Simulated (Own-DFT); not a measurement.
# Energy and forces against displacement in 3C SiC, 64 atoms (C32Si32)

All numbers below are calculated, not measured. The program, named Own-DFT, is a retired in-house plane-wave density functional code that no person has reviewed. Each row is one single-point run on a periodic cell that was not relaxed, without spin or spin-orbit coupling.

Settings of every run: PBE; PseudoDojo norm-conserving scalar-relativistic files; cutoff 42 hartree; 4 x 4 x 4 k mesh centred on Gamma; Fermi-Dirac smearing of 0.1 eV.

Known limits, some of them of some rows only: some atoms lie very close together; forces on such cells passed a denser k mesh, each cell not checked; stress not checked against mesh or cutoff.

Cell vectors in Å: (8.719, 0.000, 0.000); (0.000, 8.719, 0.000); (0.000, 0.000, 8.719). In each run every atom was moved at random and independently from its ideal site; u is the rms move along one axis. E is the free energy for each atom above the fitted value at u = 0, and F the rms of the force components.

| run | u (Å) | E (meV/atom) | F (eV/Å) | largest force (eV/Å) | P (GPa) |
|---|---|---|---|---|---|
| 1 | 0.0282 | 29.7 | 0.852 | 3.05 | 3.75 |
| 2 | 0.0315 | 35.9 | 0.926 | 3.90 | 3.95 |
| 3 | 0.0533 | ? | ? | ? | ? |
| 4 | 0.0582 | 112.3 | 1.594 | 5.54 | 5.58 |
| 5 | 0.0606 | 134.4 | 1.717 | 5.83 | 6.32 |
| 6 | 0.0892 | 288.1 | 2.878 | 14.02 | 9.63 |
| 7 | 0.1020 | 396.1 | 3.255 | 9.71 | 12.75 |
| 8 | 0.1102 | 436.4 | 3.582 | 16.44 | 12.17 |
| 9 | 0.1390 | 789.9 | 5.829 | 31.05 | 22.27 |

## Worked fit

For small independent moves the energy grows as E = (3/2) K u², with K the mean stiffness felt by one atom. The runs with u up to 0.11 Å give K = 24.1 ± 0.7 eV/Å², with residuals divided by u² + 0.0006 Å², since the noise grows with the moves. The scatter is 5.0 meV/atom at u = 0.05 Å. The forces follow F = G u with G = 30.0 eV/Å²; no force at u = 0 is resolved. G exceeds K because the moves of its neighbours add to the force on an atom, and stiffness differs between atoms. The pressure follows P = 2.88 + 908 u² GPa: at fixed volume, shortened bonds push harder than stretched ones pull.

## Withheld run

Question: what energy and rms force should run 3 give?

The fit gives 103 ± 6 meV/atom and about 1.60 eV/Å. The calculation gave 109.9 meV/atom and 1.598 eV/Å.
